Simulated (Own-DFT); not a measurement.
# Hybrid less PBE against volume: monoclinic HfO2, 94 atoms (Hf32O62), with two O vacancies

Calculated, not measured. Each geometry was run twice at fixed positions with Own-DFT, a retired in-house plane-wave program that no person has reviewed: with PBE, and with HSE06 (exact exchange share 0.25 at short range, screening 0.11 per bohr, Gygi-Baldereschi treatment of its divergence). Both used PseudoDojo norm-conserving files made for PBE, a cutoff of 48 hartree, the Gamma point alone, fixed occupations, a neutral cell and no spin. The unstrained cell is 10.1 Å across at its thinnest, so Gamma alone is coarse and defects feel their images. The hafnium file keeps the 4f electrons in the core, and its forces lie about 75 meV/Å off all-electron values. The oxygen file's force components were 24 meV/Å off all-electron values in a glass.

Unstrained cell vectors in Å: (10.234, 0.000, 0.000); (0.000, 10.350, 0.000); (-1.695, 0.000, 10.445), volume V0 = 1106.4 Å³, from measured lattice constants. Each geometry has its own random strain of a few per cent, its own defect sites and random moves of rms u per axis. HSE06 gave the energy alone. D is its energy less that of PBE, over the lowest D shown. The PBE stress wasn't checked against mesh or cutoff.

| run | V - V0 (Å³) | u (Å) | P with PBE (GPa) | D (eV) |
|---|---|---|---|---|
| 1 | 2.7 | 0.0323 | 3.21 | 0.859 |
| 2 | -16.6 | 0.0320 | 7.97 | 0.428 |
| 3 | 38.0 | 0.0305 | -3.63 | 1.681 |
| 4 | -9.6 | 0.0310 | 5.82 | 0.585 |
| 5 | -5.6 | 0.0308 | 4.65 | 0.696 |
| 6 | -21.5 | 0.0504 | 10.52 | 0.428 |
| 7 | -37.2 | 0.0478 | 15.25 | 0.000 |
| 8 | 4.4 | 0.0300 | 2.30 | 0.873 |
| 9 | -0.5 | 0.0474 | 4.85 | 0.931 |
| 10 | -12.9 | 0.0505 | 9.27 | 0.605 |
| 11 | 8.5 | 0.0296 | 3.26 | 0.949 |
| 12 | -23.1 | 0.0282 | 10.36 | 0.172 |
| 13 | 34.3 | 0.0480 | -1.66 | ? |

## Analysis

D = 0.69 + 0.0240 (V - V0) + 96 u² eV, with an error of 0.0006 on the volume slope, 15 on the last term and a scatter of 0.03 eV. Pressure is -dE/dV, and 1 eV/Å³ is 160.2 GPa, so HSE06 changes the pressure by -3.8 ± 0.1 GPa. With the ions held to the strained lattice, the PBE pressure falls by 257 ± 17 GPa per unit of volume strain; the shape of the strain isn't fitted, so the true error is larger, and a relaxed crystal would be softer. On that slope HSE06's volume at a given pressure is about 1.5 % smaller, or 0.5 % in lengths. At u = 0 and V0 the PBE pressure is 3.3 GPa, which puts the zero-pressure volume, against the measured cell and with the defects in, at +1.3 % for PBE and -0.2 % for HSE06, each good to a few tenths of a per cent.

## Prediction

The question: what D should run 13 give?

From the fit: 1.74 eV, with rows scattering by 0.03. Computed: 1.788 eV.
